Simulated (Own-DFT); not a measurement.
# Point defects and the pressure they add: 2H SiC

No measurement is shown. These are fixed-geometry runs of a retired plane-wave code named Own-DFT, which no person has reviewed; spin and spin-orbit coupling are neglected.

Common settings: PBE; PseudoDojo norm-conserving scalar-relativistic files; cutoff 42 hartree; 4 x 4 x 3 k mesh centred on Gamma; Fermi-Dirac smearing of 0.1 eV.

Limits (not all hold for every row): some atoms lie very close together; not probed for a lower state with spin; forces on such cells moved up to 12 meV/angstrom on a denser k mesh; forces on such cells passed a denser k mesh, each cell not checked; stress not checked against mesh or cutoff.

All runs share one cell, with vectors in Å (9.248, 0.000, 0.000); (-4.624, 8.009, 0.000); (0.000, 0.000, 10.068) and a volume of 745.7 Å³. The atoms are randomly displaced, by u rms on each axis. The defect's site can differ from row to row.

| cell | formula | u (Å) | P (GPa) |
|---|---|---|---|
| no defect | C36Si36 | 0.0290 | 3.63 |
| no defect | C36Si36 | 0.0317 | 3.92 |
| no defect | C36Si36 | 0.0613 | 6.06 |
| one C on a Si site | C37Si35 | 0.0312 | 1.73 |
| one C on a Si site | C37Si35 | 0.0491 | 3.39 |
| one C on a Si site | C37Si35 | 0.0493 | 2.89 |
| one C vacancy | C35Si36 | 0.0291 | 3.61 |
| one C vacancy | C35Si36 | 0.0301 | ? |
| one C vacancy | C35Si36 | 0.0318 | 3.72 |
| one C vacancy | C35Si36 | 0.0332 | 4.05 |
| one C on a Si site and one Si on a C site | C36Si36 | 0.0299 | 7.42 |
| one C on a Si site and one Si on a C site | C36Si36 | 0.0508 | 9.84 |
| one C on a Si site and one Si on a C site | C36Si36 | 0.0515 | 8.75 |
| one Si on a C site | C35Si37 | 0.0282 | 10.07 |
| one Si on a C site | C35Si37 | 0.0310 | 10.49 |
| one Si on a C site | C35Si37 | 0.0520 | 12.25 |

## Analysis

P = P0 + c u² + a shift for each defect gives P0 = 2.79 GPa, c = 936 ± 103 GPa/Å² and a scatter of 0.34 GPa. The shifts, and each times the cell's volume:

- one Si on a C site: 6.76 ± 0.28 GPa, 31.4 eV
- one C on a Si site and one Si on a C site: 3.97 ± 0.28 GPa, 18.5 eV
- one C vacancy: 0.08 ± 0.29 GPa, 0.4 eV (not resolved)
- one C on a Si site: -1.93 ± 0.28 GPa, -9.0 eV

A positive shift means that the defect pushes the cell outwards. Shift times volume (160.2 GPa Å³ is 1 eV) depends little on the cell's size, so, taken for each site, it can be compared between cells at like pressure. The atoms around the defects weren't relaxed, which would change these numbers.

## Prediction

The question: what pressure belongs in the blank (one C vacancy, u = 0.0301 Å)?

The fitted form gives 3.72 ± 0.40 GPa. Computed: 3.73 GPa.
